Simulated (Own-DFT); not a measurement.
Simulation results for Si23GeO48 (quartz with substituted atoms, atoms displaced)

Computed with Own-DFT development build. A calculation, not a measurement: plane-wave PBE and HSE06 DFT by an unreviewed code, no spin, of a simulated cell at Gamma alone, so results move with cell size and shape, stress positive in tension, energies less offsets, not probed for a lower state with spin; oxygen file: force components 24 meV/angstrom off all-electron in a glass; k mesh not checked against a denser one; forces and stress are PBE's, HSE06 gives the energy alone, and its difference from PBE has offsets of its own; offsets are fitted by least squares, one for each functional and potential file, so energies compare only between cells with the same atoms and settings and are not formation energies; the far tail of each file's local potential was reset to the Coulomb form; each entry is a single point on an unrelaxed cell, so the pressure reflects the starting lattice, mostly measured values (interpolated for alloys), from which strain is counted, and rises with the displacements; printed positions are rounded, which can move forces by about a meV/angstrom; the program, named Own-DFT, is a retired in-house code; no spin-orbit coupling.

Settings shared by all entries: first functional PBE; second functional HSE06; exact exchange share 0.25; screening 0.11 1/bohr; exchange divergence Gygi-Baldereschi; potential files PseudoDojo norm-conserving, scalar-relativistic, made for PBE, standard set; wave cutoff 48 hartree; occupations fixed; k mesh 1 x 1 x 1 centred on Gamma.

(1) Si23GeO48 (quartz with substituted atoms, atoms displaced)

```xyz
72
Lattice="9.8268 0.0000 0.0000 -4.9134 8.5103 0.0000 0.0000 0.0000 10.8104" Properties=species:S:1:pos:R:3 Si23GeO48
Si     2.2590     0.0506     0.0652
Si    -1.0791     2.0792     3.5594
Si     1.2146     2.1581     1.8036
O      1.2261     1.0950     0.6393
O      2.7496     2.4633     2.3601
O      3.2937     0.6127     4.1968
O     -1.1260     3.1237     4.7965
O      0.3207     1.8278     2.9076
O      0.8594     3.6129     1.2040
Si    -2.6645     8.4190     5.4288
Si    -1.1162     2.0322     8.9614
Si     1.2950     2.1779     7.2435
O      1.3716     1.0982     5.9522
O      2.7045     2.4955     7.8221
O      3.2935     0.5364     9.6133
O     -1.0761     3.0601    10.0820
O      0.2239     1.7437     8.4244
O      0.7586     3.6606     6.5690
Si    -0.1319     4.2515     0.0033
Si     6.2248     6.1587     3.6465
Si    -1.1797     6.4780     1.7948
O     -1.1253     5.4656     0.6593
O      0.2682     6.7158     2.3769
O      0.7774     4.8741     4.2555
O     -3.5844     7.3545     4.6761
O     -2.2290     6.0238     2.9682
O     -1.7336     7.9217     1.1126
Si    -0.1429     4.1968     5.3920
Si     6.1675     6.1620     8.9757
Si    -1.1842     6.5228     7.2115
O     -1.0674     5.3425     5.9766
O      0.3342     6.7236     7.8919
O      0.7453     4.9460     9.6002
O     -3.4764     7.4145    10.1795
O     -2.2461     6.1397     8.3958
O     -1.6795     7.9081     6.6008
Ge     2.2985     8.4655    10.7854
Si     3.7287     1.9582     3.6205
Si     6.1669     2.2035     1.7839
O      6.2824     1.1313     0.7662
O      7.7392     2.4851     2.4839
O      8.1018     0.6579     4.2925
O      3.7982     3.0196     4.7287
O      5.1974     1.7766     2.9657
O      5.7191     3.6613     1.1157
Si     7.2496     0.0279     5.4238
Si     3.8853     2.0356     8.9774
Si     6.1609     2.2184     7.2240
O      6.2374     1.1437     6.0383
O      7.6759     2.4921     7.8203
O      8.2023     0.6091     9.6388
O      3.8279     3.0609    10.2309
O      5.1672     1.8105     8.3514
O      5.6980     3.6293     6.5343
Si     4.7049     4.3028    10.7723
Si     1.2975     6.2780     3.5409
Si     3.7305     6.5811     1.8385
O      3.8470     5.3637     0.6171
O      5.2931     6.7934     2.4506
O      5.7262     4.9224     4.2378
O      1.4607     7.3837     4.7068
O      2.8218     6.0497     2.9954
O      3.2849     7.9332     1.1295
Si     4.8148     4.2434     5.3444
Si     1.3040     6.2449     8.9529
Si     3.7712     6.4848     7.2259
O      3.8683     5.4848     6.0576
O      5.2144     6.7115     7.8692
O      5.6597     4.8771     9.6084
O      1.3642     7.2971    10.1805
O      2.7055     6.0548     8.3689
O      3.2239     7.8402     6.5110
```

| Item | Value |
| --- | --- |
| PBE energy of cell above offsets | -14.932 eV |
| HSE06 less PBE above offsets | -0.249 eV |
| PBE pressure | 11.95 GPa |
| PBE stress xx | -13.25 GPa |
| PBE stress yy | -10.1 GPa |
| PBE stress zz | -12.5 GPa |
| PBE stress yz | -0.91 GPa |
| PBE stress xz | 3.26 GPa |
| PBE stress xy | 0.87 GPa |

Force:
```tsv
element	x (eV/Å)	y (eV/Å)	z (eV/Å)
Si	0.954	-0.221	-4.255
Si	-2.324	-2.771	3.876
Si	6.932	3.29	-4.201
O	-0.78	0.305	-0.45
O	-0.101	-0.766	0.749
O	-2.617	-4.507	3.097
O	-0.306	-1.15	-0.869
O	-3.409	-2.46	5.748
O	-2.041	1.855	-2.252
Si	2.547	0.885	-2.905
Si	-6.305	-2.635	0.936
Si	-2.12	1.079	-2.117
O	-1.536	2.139	2.247
O	3.054	-0.047	1.774
O	0.2	2.569	-0.032
O	0.98	4.728	4.327
O	7.456	-1.211	-4.109
O	1.523	-2.775	1.973
Si	-0.316	0.039	0.221
Si	-0.022	6.774	-4.596
Si	-2.729	3.928	1.489
O	1.243	-4.713	-3.734
O	1.646	0.419	0.77
O	0.802	0.765	-1.316
O	0.23	1.105	2.278
O	3.874	-0.618	-1.449
O	2.781	-2.299	3.86
Si	0.769	1.468	-0.258
Si	0.511	5.76	3.379
Si	1.535	-2.181	0.073
O	-1.704	3.242	2.696
O	-4.507	1.54	-4.177
O	-1.363	-3.411	2.126
O	-2.286	-3.191	-2.116
O	4.364	-1.185	-2.35
O	-0.109	0.322	-0.527
Ge	-1.065	2.859	-0.949
Si	-0.053	0.553	-4.783
Si	1.363	5.846	3.603
O	-0.9	-2.731	-3.471
O	-3.755	0.891	-3.354
O	2.825	2.506	-2.641
O	1.53	4.905	3.512
O	0.164	-0.134	0.514
O	0.148	-0.67	0.079
Si	-1.711	-0.454	-0.474
Si	-11.27	-1.553	4.749
Si	3.423	1.494	-2.356
O	-0.329	-0.432	0.367
O	-1.558	0.06	-0.733
O	1.653	1.724	-2.939
O	-0.137	0.098	-1.027
O	6.371	-1.666	-2.189
O	0.148	-0.226	0.506
Si	2.782	-3.356	0.989
Si	-0.026	-0.932	1.834
Si	4.241	-1.253	-1.6
O	-2.726	4.303	2.695
O	-2.454	-0.53	-0.862
O	-2.399	-6.772	2.709
O	-1.148	-0.329	-0.168
O	-1.601	-0.736	0.732
O	3.287	-1.859	4.343
Si	-3.514	-0.53	1.273
Si	0.017	0.741	3.222
Si	-1.116	2.159	0.795
O	1.261	-4.285	-3.318
O	-1.218	1.006	-1.323
O	-0.945	-3.133	0.838
O	-2.871	-2.702	-1.264
O	3.621	-0.782	-1.27
O	1.134	-0.153	2.048
```

(2) Si23GeO48 (quartz with substituted atoms, atoms displaced)

```xyz
72
Lattice="9.8268 0.0000 0.0000 -4.9134 8.5103 0.0000 0.0000 0.0000 10.8104" Properties=species:S:1:pos:R:3 Si23GeO48
Si    -2.6144     8.4953    10.7798
Si    -1.1335     2.0047     3.5892
Si     1.4005     2.3105     1.7931
O      1.4316     1.0931     0.6023
O      2.7303     2.4358     2.4434
O      3.2849     0.6202     4.1888
O     -1.1243     3.0511     4.8432
O      0.3166     1.6908     2.9470
O      0.7577     3.6470     1.1339
Si    -2.6485     8.4591     5.4182
Si     8.7200     1.8522     9.0144
Si     1.3050     2.1839     7.2270
O      1.3863     1.1331     6.0801
O      2.7446     2.4470     7.9071
O      3.2419     0.5840     9.7322
O     -1.0483     3.1092    10.1743
O      0.3274     1.8471     8.3582
O      0.8136     3.5839     6.6436
Ge    -0.1027     4.3089    10.7937
Si    -3.5538     6.1989     3.6148
Si    -1.1370     6.5163     1.8005
O     -1.0131     5.3761     0.6223
O      0.2974     6.6827     2.4458
O      0.6734     4.8669     4.2800
O     -3.5408     7.3920     4.7355
O     -2.1393     6.0798     2.9982
O     -1.5652     7.8992     1.1596
Si    -0.1349     4.2065     5.4131
Si     6.1809     6.3055     8.9905
Si    -1.0593     6.5645     7.2160
O     -1.0399     5.3967     6.0212
O      0.2776     6.7164     7.8647
O      0.8602     4.8963     9.6724
O     -3.4939     7.3797    10.1801
O     -2.0806     5.9828     8.4122
O     -1.6644     7.8202     6.5439
Si     2.2991     8.4920    10.8055
Si     3.7934     2.0337     3.5719
Si     6.1973     2.3415     1.8730
O      6.3048     1.2372     0.7524
O      7.5777     2.4654     2.4541
O      8.1107     0.5960     4.2713
O      3.8501     3.1853     4.7317
O      5.1808     1.7642     2.9015
O      5.7328     3.6273     1.0660
Si     2.3468     8.4937     5.3331
Si     3.7125     2.0218     8.9987
Si     6.2955     2.2621     7.1812
O      6.3681     1.1947     6.0719
O      7.6605     2.4807     7.8128
O      8.1977     0.6190     9.6507
O      3.8427     3.1465    10.1531
O      5.2770     1.6746     8.3785
O      5.6884     3.5635     6.5348
Si     4.7888     4.2510    10.8017
Si     1.3355     6.1712     3.5715
Si     3.7747     6.4702     1.7748
O      3.7777     5.4078     0.7476
O      5.2051     6.8313     2.4293
O      5.6715     4.8530     4.2969
O      1.3463     7.4211     4.7495
O      2.7034     5.9428     2.9595
O      3.2346     7.8324     1.2008
Si     4.8233     4.1714     5.2998
Si     1.2520     6.1809     9.0661
Si     3.6871     6.4545     7.1690
O      3.8772     5.4306     6.0636
O      5.2432     6.7075     7.8618
O      5.7103     4.7271     9.7168
O      1.3607     7.4879    10.1937
O      2.7781     5.9674     8.3270
O      3.2197     7.8285     6.5330
```

| Property | Result |
| --- | --- |
| PBE energy of cell above offsets | -13.485 eV |
| HSE06 less PBE above offsets | -0.427 eV |
| PBE pressure | 13.61 GPa |
| PBE stress xx | -15.44 GPa |
| PBE stress yy | -11.92 GPa |
| PBE stress zz | -13.47 GPa |
| PBE stress yz | 1.32 GPa |
| PBE stress xz | -0.16 GPa |
| PBE stress xy | -3.72 GPa |

Force:
```tsv
element	x (eV/Å)	y (eV/Å)	z (eV/Å)
Si	2.506	-0.972	3.342
Si	-1.026	-1.041	0.211
Si	-6.516	-2.643	-3.034
O	-2.015	3.546	2.541
O	4.4	1.614	1.645
O	-1.256	-0.459	1.818
O	0.23	-0.149	-0.7
O	0.375	0.958	-0.672
O	5.255	-3.61	6.235
Si	3.185	2.232	-0.859
Si	-0.67	8.477	-1.751
Si	1.506	2.392	-0.667
O	0.084	-1.828	-1.575
O	-1.871	0.954	-2.608
O	2.499	2.578	-3.585
O	-2.351	-4.236	-2.748
O	-0.994	-2.11	2.096
O	-0.762	1.516	-1.858
Ge	-1.615	-4.908	-2.673
Si	-3.432	2.139	-0.457
Si	0.047	-0.355	-0.836
O	-6.313	7.463	4.527
O	1.019	0.126	0.248
O	2.437	0.67	-2.531
O	-1.401	-1.881	-0.713
O	1.469	-1.137	-0.738
O	-1.375	0.735	-0.997
Si	-1.157	-0.814	3.452
Si	3.782	-4.336	2.083
Si	-5.158	-4.438	-1.165
O	-0.266	0.574	0.947
O	5.341	0.657	2.739
O	2.774	-2.075	-2.498
O	-2.22	-2.267	-0.849
O	-1.281	0.765	0.051
O	-1.096	2.71	-1.103
Si	1.608	4.769	4.174
Si	-1.424	-1.575	1.811
Si	-1.69	-0.785	-3.527
O	1.447	-3.774	-3.177
O	5.746	1.082	3.373
O	3.945	3.085	-4.68
O	-3.422	-3.719	-2.59
O	-0.442	-0.237	1.527
O	0.485	0.563	2.491
Si	-3.34	-0.283	5.021
Si	5.1	-2.92	2.499
Si	-3.66	-0.854	1.987
O	0.478	-3.358	-3.185
O	5.14	-0.101	3.149
O	-1.852	-5.098	2.564
O	-1.408	-0.656	0.066
O	-1.91	0.867	0.307
O	-0.762	1.948	-0.985
Si	-3.736	0.126	2.244
Si	-3.573	2.433	2.959
Si	-0.371	3.36	5.256
O	1.326	-6.039	-5.543
O	1.546	-1.407	1.691
O	4.227	3.018	-5.015
O	-0.9	-2.588	-1.707
O	3.983	-0.552	-1.536
O	-1.164	2.148	-1.583
Si	-1.49	2.547	8.702
Si	3.949	7.184	-3.368
Si	2.761	2.155	1.167
O	1.338	-4.32	-3.81
O	-3.265	1.045	-2.545
O	3.467	5.447	-4.913
O	-2.965	-5.108	-3.378
O	-3.36	-0.41	3.207
O	0.053	1.159	0.027
```

(3) Si23GeO48 (quartz with substituted atoms, atoms displaced)

```xyz
72
Lattice="9.8268 0.0000 0.0000 -4.9134 8.5103 0.0000 0.0000 0.0000 10.8104" Properties=species:S:1:pos:R:3 Si23GeO48
Si    -2.6670     8.4012     0.0108
Si    -1.0876     2.0491     3.4943
Si     1.2440     2.2775     1.8517
O      1.4104     1.1267     0.5809
O      2.6878     2.5266     2.4719
O      3.2292     0.6207     4.2741
O     -1.0331     3.2147     4.8592
O      0.2761     1.8694     2.9473
O      0.8094     3.6746     1.1392
Si    -2.5693     8.5019     5.3298
Si    -1.1277     1.9884     9.0388
Si     1.2949     2.2921     7.3651
O      1.3687     1.1197     6.0361
O      2.7808     2.5211     7.8601
O      3.2569     0.6581     9.6410
O     -0.9546     3.1036    10.1712
O      0.1967     1.8106     8.3369
O      0.7869     3.6278     6.5264
Si    -0.1914     4.2082     0.0366
Si    -3.6037     6.2772     3.6249
Si    -1.0957     6.5369     1.8275
O     -1.0749     5.3675     0.6745
O      0.3009     6.8400     2.3542
O      0.8327     4.9370     4.2977
O     -3.6178     7.4021     4.7278
O     -2.2046     6.0086     3.0236
O     -1.7278     7.8351     1.1301
Si    -0.1240     4.2853     5.4500
Si    -3.5621     6.2517     8.9673
Si    -1.2281     6.5503     7.1668
O     -1.0981     5.4516     6.0428
O      0.2399     6.6819     7.8605
O      0.8043     4.8704     9.7493
O     -3.5486     7.4237    10.1712
O     -2.1563     6.0233     8.4316
O     -1.6323     7.9568     6.5190
Si     7.1951     0.0583     0.0380
Si     3.7100     2.0035     3.6421
Si     6.1758     2.2370     1.8826
O      6.3191     1.1258     0.6380
O      7.6170     2.5650     2.3775
O      8.1355     0.6104     4.1971
O      3.8967     3.0834     4.7898
O      5.2010     1.7534     2.9716
O      5.7196     3.5809     1.2001
Si     2.2705     8.4985     5.4023
Si     3.7163     2.0140     8.9319
Si     6.2127     2.2685     7.2690
O      6.2720     1.0936     6.0779
O      7.7075     2.4656     7.8241
O      8.1390     0.6115     9.6701
O      3.7918     3.1597    10.0929
O      5.1789     1.7421     8.3827
O      5.7410     3.5689     6.5747
Si     4.7591     4.3448     0.0745
Si     1.2956     6.2594     3.5546
Ge     3.7884     6.4405     1.8049
O      3.8351     5.4019     0.6846
O      5.3493     6.7046     2.4891
O      5.7316     4.8682     4.2459
O      1.4889     7.3723     4.7421
O      2.7992     6.0739     2.9849
O      3.2363     7.8383     1.1133
Si     4.8549     4.2401     5.4113
Si     1.3087     6.2671     8.9905
Si     3.7263     6.6068     7.1971
O      3.7884     5.4371     6.1019
O      5.1397     6.7708     7.7653
O      5.7641     4.8613     9.6311
O      1.3765     7.4515    10.1773
O      2.7783     5.9936     8.2594
O      3.1389     7.8846     6.5522
```

| Item | Value |
| --- | --- |
| PBE energy of cell above offsets | -15.080 eV |
| HSE06 less PBE above offsets | -0.371 eV |
| PBE pressure | 12.5 GPa |
| PBE stress xx | -16.3 GPa |
| PBE stress yy | -9.99 GPa |
| PBE stress zz | -11.2 GPa |
| PBE stress yz | -0.02 GPa |
| PBE stress xz | 0.13 GPa |
| PBE stress xy | -0.53 GPa |

Force:
```tsv
element	x (eV/Å)	y (eV/Å)	z (eV/Å)
Si	4.844	6.941	0.07
Si	-8.214	0.542	6.206
Si	3.378	0.083	-6.187
O	-1.514	2.186	2.621
O	1.4	-0.136	1.12
O	2.305	1.002	-3.326
O	-2.652	-4.688	-4.568
O	2.536	-2.076	0.442
O	0.799	-1.302	2
Si	-4.536	-0.298	3.945
Si	-4.677	-0.193	0.915
Si	0.467	-0.434	-6.537
O	0.238	1.17	1.652
O	-2.727	1.603	-3.053
O	-1.464	-1.934	1.103
O	-3.076	-2.971	-1.318
O	3.369	-1.515	-0.178
O	1.876	-1.059	2.835
Si	2.742	4.029	0.334
Si	1.107	-1.972	3.079
Si	-5.262	-2.204	-0.857
O	-0.946	0.805	0.866
O	3.943	0.122	2.523
O	-0.375	-0.519	-0.458
O	0.799	1.372	1.642
O	5.045	0.169	-2.195
O	1.129	-0.293	1.379
Si	0.575	2.654	-0.029
Si	-5.355	1.392	0.833
Si	1.611	0.092	1.66
O	-0.237	-0.775	-0.81
O	0.043	0.469	-0.15
O	0.813	1.327	-1.38
O	-4.309	-5.737	-4.117
O	3.05	0.031	-2.319
O	0.149	-0.568	0.565
Si	2.487	-3.187	-1.439
Si	1.009	0.445	-1.341
Si	0.292	-0.94	-3.494
O	-2.766	3.802	2.962
O	3.827	-0.084	2.117
O	0.933	2.067	-0.855
O	-0.251	0.593	0.493
O	-2.447	-1.103	2.113
O	-1.826	2.657	-1.639
Si	1.893	3.243	-0.572
Si	2.613	-0.927	5.376
Si	0.897	-3.352	-0.463
O	-0.956	1.543	0.862
O	0.112	0.329	0.913
O	0.95	0.798	-0.656
O	1.203	1.994	1.555
O	1.376	-0.102	-0.616
O	-0.637	2.606	-0.883
Si	2.052	-5.744	-3.917
Si	0.912	1.45	0.757
Ge	3.287	7.193	3.953
O	-0.895	-5.75	-6.836
O	-2.992	1.832	-4.258
O	0.14	-0.377	0.078
O	-3.112	-2.948	-2.285
O	-4.563	-2.293	4.918
O	-0.475	3.302	-0.765
Si	-2.854	1.954	1.589
Si	0.354	-0.42	1.333
Si	-0.316	-2.029	-1.962
O	2.026	-3.007	-2.663
O	5.584	0.313	3.41
O	-0.903	0.069	1.402
O	-1.028	-2.287	-1.835
O	-3.544	-0.572	3.657
O	0.745	1.62	0.675
```
